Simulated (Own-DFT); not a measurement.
# Short bonds, stiff crystals?

Everything here is calculated. The program is Own-DFT (plane waves, in-house, since retired, never reviewed by a person); positions were held fixed, and spin and spin-orbit coupling were off.

Keep in mind (not all hold for every row): forces on such cells moved up to 12 meV/angstrom on a denser k mesh; forces not confirmed at this smearing and k mesh; k mesh not checked against a denser one; forces on such cells passed a denser k mesh, each cell not checked; stress not checked against mesh or cutoff.

All runs are PBE with PseudoDojo norm-conserving files; cutoff and k mesh are each material's own. Every cell starts from measured lattice constants and was given uniform random strains and small random moves of its atoms. Each triple is the change of volume in per cent, the rms move u in Å and the pressure in GPa.

- 3C SiC (C32Si32), 10.36 Å³/atom unstrained: (-2.41, 0.050, 11.86); (-1.15, 0.044, 8.15); (-0.42, 0.053, 6.76); (-0.12, 0.050, 5.51); (1.46, 0.047, 1.98); (1.54, 0.042, 1.79); (3.04, 0.053, -1.52)
- wurtzite AlN (Al64N64), 10.45 Å³/atom unstrained: (-2.84, 0.051, 12.19); (-1.82, 0.050, 9.88); (-1.22, 0.048, 8.61); (0.94, 0.047, 3.60); (0.97, 0.050, 3.69); (3.12, 0.050, 0.00); (3.33, 0.050, -0.54)
- wurtzite GaN (Ga48N48), 11.42 Å³/atom unstrained: (-3.44, 0.051, 14.40); (-2.71, 0.050, 12.81); (-2.24, 0.051, 12.30); (-1.92, 0.048, 11.02); (-0.09, 0.049, 7.49); (1.05, 0.053, 5.78); (1.69, 0.047, 3.96)
- diamond silicon (Si64), 20.02 Å³/atom unstrained: (-2.62, 0.050, 5.36); (-2.10, 0.056, 4.88); (-2.06, 0.049, 4.60); (-1.14, 0.047, 3.89); (-0.90, 0.054, 3.70); (-0.49, 0.054, 3.39); (3.15, 0.049, -0.37)
- zincblende GaAs (As32Ga32), 22.58 Å³/atom unstrained: withheld
- grey tin (Sn64), 34.15 Å³/atom unstrained: (-1.92, 0.047, 4.73); (-1.79, 0.049, 4.66); (-1.71, 0.048, 4.49); (-0.30, 0.051, 3.86); (1.71, 0.046, 2.78); (1.83, 0.050, 2.91); (1.97, 0.045, 2.71)

## What the rows give

Fit a line to each set against the fractional change of volume; B is minus its slope, and u is nearly the same within a set. To take it to zero pressure, assume that B rises by 4 GPa for each GPa: B0 = B - 4 x (mean pressure). The bond length of an ideal tetrahedral crystal with the unstrained volume v is d = (√3/4)(8 v)^(1/3). Cohen's empirical rule reads B0 = (1971 - 220 L) d^(-3.5) GPa, with L = 0 for group IV crystals and SiC and 1 for III-V compounds.

```
                  material  L  d (Å)  B (GPa)  mean P (GPa)  B0 (GPa)  rule (GPa)
          3C SiC (C32Si32)  0  1.888  243 ± 7           4.9   224 ± 7         213
    wurtzite AlN (Al64N64)  1  1.893  206 ± 6           5.3   184 ± 6         188
    wurtzite GaN (Ga48N48)  1  1.950  199 ± 6           9.7   161 ± 6         169
    diamond silicon (Si64)  0  2.352   98 ± 2           3.6    84 ± 2          99
zincblende GaAs (As32Ga32)  1  2.448        ?             ?         ?          76
           grey tin (Sn64)  0  2.810   50 ± 2           3.7    35 ± 2          53
```

A line through ln[B0/(1971 - 220 L)] against ln d has a slope of -4.5 ± 0.1 and a scatter of 4 %. Against the rule, B0 stands at 105 % for 3C SiC, 98 % for wurtzite AlN, 95 % for wurtzite GaN, 85 % for diamond silicon, 67 % for grey tin. PBE tends to make silicon and heavier crystals too soft, and the rule itself is only a guide.

## Withheld run

Asked: what B0 does the fitted trend give for zincblende GaAs (As32Ga32)?

From the line: 59 GPa. Its own runs give B = 83 ± 2 GPa at a mean pressure of 4.3 GPa, so B0 = 66 GPa. It lies off the trend of the others.
